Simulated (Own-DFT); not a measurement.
# Wall times of self-consistent runs

Wall times of single-point runs (energy, forces and, in most, stress) with one build of Own-DFT, an in-house plane-wave density functional program, since retired. Each ran alone on one NVIDIA H200 card, with norm-conserving files, no spin and no use of crystal symmetry. The k points are those left after time reversal, where it was used. Plane waves for each k point are estimated as V (2 E)^(3/2) / (6 π²) in atomic units.

```
cell,atoms,valence electrons,cutoff (hartree),volume (Å³),k mesh,k points,plane waves,time (s)
In4P4,8,72,36,202,5x5x5,63,14100,106
In32P30,62,566,36,1617,3x3x3,14,112600,1149
In31P33,64,568,36,1617,3x3x3,14,112600,1287
Ga31P33,64,568,42,1295,3x3x3,14,113600,1022
Ga33P31,64,584,42,1295,3x3x3,14,113600,1040
AsGa32P31,64,586,42,1295,3x3x3,14,113600,1097
In48P46,94,854,36,2426,2x3x3,10,168900,2172
In49P47,96,872,36,2426,2x3x3,10,168900,2344
As30In32,62,866,42,1779,3x3x3,14,156100,2135
As34In30,64,900,42,1779,3x3x3,14,156100,2256
Ga32P30,62,566,42,1295,3x3x3,14,113600,?
```

## Worked fit

Take the size N = k points x plane waves x valence electrons. A line through log(time) against log(N) has a slope of 0.92 ± 0.05 and a scatter of a factor 1.15. Part of the scatter may come from the number of self-consistent steps, which isn't shown. Times belong to this build alone.

## Withheld run

Question: how long should the last run take? Its N is 9.01e+08.

The line gives about 1173 s. It took 1038 s.
